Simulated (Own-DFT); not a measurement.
# Point defects and the pressure they add: C11b WSi2

The numbers are computed, not measured, by runs of the plane-wave DFT program Own-DFT (in-house, retired, unreviewed) at fixed positions, with no spin and no spin-orbit coupling.

Common settings: PBE; PseudoDojo norm-conserving scalar-relativistic files; cutoff 50 hartree; 5 x 5 x 5 k mesh centred on Gamma; cold (Marzari-Vanderbilt) smearing of 0.2 eV.

Caveats: forces on such cells failed a check on a denser k mesh; stress not checked against mesh or cutoff.

All runs share one cell, with vectors in Å (-2.148, -5.953, 3.409); (-6.444, 2.976, 1.136); (-2.553, -2.948, -6.757) and a volume of 403.2 Å³. Atoms were moved at random from their sites; u is the rms move along one axis. The defect's site can differ from row to row.

```
              cell  formula   u (Å)  P (GPa)
         no defect  Si20W10  0.0188     4.33
         no defect  Si20W10  0.0204     4.41
         no defect  Si20W10  0.0526     6.58
one Si on a W site   Si21W9  0.0334     6.24
one Si on a W site   Si21W9  0.0474     7.42
one Si on a W site   Si21W9  0.0526     7.79
    one Si vacancy  Si19W10  0.0283     3.59
    one Si vacancy  Si19W10  0.0289     2.89
    one Si vacancy  Si19W10  0.0504     4.86
one W on a Si site  Si19W11  0.0304     9.89
one W on a Si site  Si19W11  0.0332     9.96
one W on a Si site  Si19W11  0.0554    11.32
     one W vacancy   Si20W9  0.0287     3.75
     one W vacancy   Si20W9  0.0297     3.53
     one W vacancy   Si20W9  0.0479     4.45
     one W vacancy   Si20W9  0.0552        ?
```

## Analysis

P = P0 + c u² + a shift for each defect gives P0 = 4.14 GPa, c = 824 ± 73 GPa/Å² and a scatter of 0.25 GPa. The shifts, and each times the cell's volume:

- one W on a Si site: 4.85 ± 0.21 GPa, 12.2 eV
- one Si on a W site: 1.33 ± 0.21 GPa, 3.3 eV
- one W vacancy: -1.32 ± 0.20 GPa, -3.3 eV
- one Si vacancy: -1.50 ± 0.20 GPa, -3.8 eV

Positive is outwards. The product with the volume (160.2 GPa Å³ to the eV) is nearly free of the cell's size; divided by the bulk modulus at the cell's pressure it gives the volume that the defect adds. The atoms around the defects weren't relaxed, which would change these numbers.

## The run left out

The question: what pressure belongs in the blank (one W vacancy, u = 0.0552 Å)?

From the fit: 5.32 ± 0.31 GPa. Computed: 4.14 GPa. This run lies off the fit, by chance or by something that the fit leaves out.
